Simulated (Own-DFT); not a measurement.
# What a defect does to the pressure of its cell: zincblende GaAs

Calculated, not measured: single-point runs of Own-DFT, a retired in-house plane-wave DFT program that no person has reviewed, on unrelaxed cells, without spin or spin-orbit coupling.

Common settings: PBE; PseudoDojo norm-conserving scalar-relativistic files; cutoff 42 hartree; 3 x 3 x 3 k mesh centred on Gamma; Fermi-Dirac smearing of 0.1 eV.

Limits (not all hold for every row): not probed for a lower state with spin; forces on such cells failed a check on a denser k mesh; forces not confirmed at this smearing and k mesh; stress not checked against mesh or cutoff.

All runs share one cell, with vectors in Å (11.307, 0.000, 0.000); (0.000, 11.307, 0.000); (0.000, 0.000, 11.307) and a volume of 1445.4 Å³. The atoms are randomly displaced, by u rms on each axis. The defect's site can differ from row to row.

```
                                        cell    formula   u (Å)  P (GPa)
                                   no defect   As32Ga32  0.0185     3.51
                                   no defect   As32Ga32  0.0198     3.51
                                   no defect   As32Ga32  0.0526     4.12
                         one P on an As site  As31Ga32P  0.0290     3.34
                         one P on an As site  As31Ga32P  0.0294     3.37
                         one P on an As site  As31Ga32P  0.0303     3.35
                         one P on an As site  As31Ga32P  0.0328        ?
                         one As on a Ga site   As33Ga31  0.0272     4.21
                         one As on a Ga site   As33Ga31  0.0292     4.29
                         one As on a Ga site   As33Ga31  0.0491     4.61
one As on a Ga site and one Ga on an As site   As32Ga32  0.0303     3.92
one As on a Ga site and one Ga on an As site   As32Ga32  0.0486     4.28
one As on a Ga site and one Ga on an As site   As32Ga32  0.0508     4.25
                    two As on a Ga site each   As34Ga30  0.0295     4.76
                    two As on a Ga site each   As34Ga30  0.0297     4.76
                    two As on a Ga site each   As34Ga30  0.0305     4.80
```

## What the rows give

P = P0 + c u² + a shift for each defect gives P0 = 3.43 GPa, c = 239 ± 11 GPa/Å² and a scatter of 0.03 GPa. The shifts, and each times the cell's volume:

- two As on a Ga site each: 1.13 ± 0.02 GPa, 10.2 eV (5.1 eV for each of its 2 sites)
- one As on a Ga site: 0.62 ± 0.02 GPa, 5.6 eV
- one As on a Ga site and one Ga on an As site: 0.25 ± 0.02 GPa, 2.2 eV
- one P on an As site: -0.29 ± 0.02 GPa, -2.7 eV

Against the defect-free cell, a freed cell would be larger where the shift is positive and smaller where it is negative (160.2 GPa Å³ is 1 eV). The atoms around the defects weren't relaxed, which would change these numbers.

## Withheld run

Question: what pressure belongs in the blank (one P on an As site, u = 0.0328 Å)?

The fit gives 3.40 ± 0.03 GPa. The run itself gave 3.40 GPa.
